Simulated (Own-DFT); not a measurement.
# Short bonds, stiff crystals?

Source: density functional calculations with Own-DFT, an unreviewed in-house program that is no longer used. Nothing was measured or relaxed, and spin and spin-orbit coupling are left out.

Limits (not all hold for every row): forces on such cells moved up to 12 meV/angstrom on a denser k mesh; forces not confirmed at this smearing and k mesh; k mesh not checked against a denser one; forces on such cells passed a denser k mesh, each cell not checked; stress not checked against mesh or cutoff.

All runs are PBE with PseudoDojo norm-conserving files; cutoff and k mesh are each material's own. Every cell starts from measured lattice constants and was given uniform random strains and small random moves of its atoms. Each triple is the change of volume in per cent, the rms move u in Å and the pressure in GPa.

- 3C SiC (C48Si48), 10.36 Å³/atom unstrained: (-1.23, 0.051, 9.00); (-0.59, 0.055, 7.67); (0.20, 0.048, 5.34); (0.20, 0.049, 5.20); (0.64, 0.053, 4.63); (3.48, 0.053, -1.66); (3.50, 0.052, -1.74)
- wurtzite AlN (Al36N36), 10.45 Å³/atom unstrained: (-3.58, 0.048, 13.54); (-2.66, 0.050, 11.74); (-2.33, 0.046, 10.74); (-1.32, 0.051, 8.26); (-0.89, 0.049, 7.58); (0.02, 0.052, 5.88); (2.53, 0.047, 0.54)
- wurtzite GaN (Ga36N36), 11.42 Å³/atom unstrained: (-2.56, 0.045, 12.00); (-2.06, 0.049, 11.55); (-1.88, 0.052, 11.15); (-0.98, 0.052, 9.38); (-0.35, 0.047, 7.34); (2.18, 0.054, 3.53); (2.60, 0.049, 1.96)
- diamond silicon (Si64), 20.02 Å³/atom unstrained: (-2.86, 0.046, 5.74); (-0.76, 0.046, 3.23); (-0.18, 0.047, 2.86); (-0.17, 0.049, 2.97); (0.37, 0.054, 2.29); (1.49, 0.045, 1.10); (2.70, 0.048, 0.17)
- zincblende GaAs (As32Ga32), 22.58 Å³/atom unstrained: (-3.03, 0.050, 6.83); (-2.95, 0.054, 6.48); (0.49, 0.054, 3.74); (1.60, 0.050, 2.94); (2.58, 0.054, 2.45); (3.26, 0.052, 1.88); (3.33, 0.056, 1.59)
- zincblende InP (In48P48), 25.27 Å³/atom unstrained: withheld
- grey tin (Sn64), 34.15 Å³/atom unstrained: (-3.11, 0.051, 5.50); (-2.51, 0.049, 5.10); (-1.71, 0.048, 4.49); (-0.46, 0.049, 3.98); (-0.41, 0.047, 3.85); (0.26, 0.049, 3.54); (1.68, 0.051, 2.84)

## Analysis

Fit a line to each set against the fractional change of volume; B is minus its slope, and u is nearly the same within a set. To take it to zero pressure, assume that B rises by 4 GPa for each GPa: B0 = B - 4 x (mean pressure). The bond length of an ideal tetrahedral crystal with the unstrained volume v is d = (√3/4)(8 v)^(1/3). Cohen's empirical rule reads B0 = (1971 - 220 L) d^(-3.5) GPa, with L = 0 for group IV crystals and SiC and 1 for III-V compounds.

| material | L | d (Å) | B (GPa) | mean P (GPa) | B0 (GPa) | rule (GPa) |
|---|---|---|---|---|---|---|
| 3C SiC (C48Si48) | 0 | 1.888 | 224 ± 6 | 4.1 | 208 ± 6 | 213 |
| wurtzite AlN (Al36N36) | 1 | 1.893 | 213 ± 4 | 8.3 | 180 ± 4 | 188 |
| wurtzite GaN (Ga36N36) | 1 | 1.950 | 194 ± 8 | 8.1 | 161 ± 8 | 169 |
| diamond silicon (Si64) | 0 | 2.352 | 101 ± 4 | 2.6 | 90 ± 4 | 99 |
| zincblende GaAs (As32Ga32) | 1 | 2.448 | 78 ± 2 | 3.7 | 63 ± 2 | 76 |
| zincblende InP (In48P48) | 1 | 2.541 | ? | ? | ? | 67 |
| grey tin (Sn64) | 0 | 2.810 | 55 ± 2 | 4.2 | 38 ± 2 | 53 |

A line through ln[B0/(1971 - 220 L)] against ln d has a slope of -4.2 ± 0.1 and a scatter of 4 %. Against the rule, B0 stands at 98 % for 3C SiC, 96 % for wurtzite AlN, 95 % for wurtzite GaN, 91 % for diamond silicon, 83 % for zincblende GaAs, 72 % for grey tin. PBE tends to make silicon and heavier crystals too soft, and the rule itself is only a guide.

## Test on the hidden row

The question: what B0 does the fitted trend give for zincblende InP (In48P48)?

From the line: 54 GPa. Its own runs give B = 82 ± 3 GPa at a mean pressure of 3.7 GPa, so B0 = 67 GPa. It lies off the trend of the others.
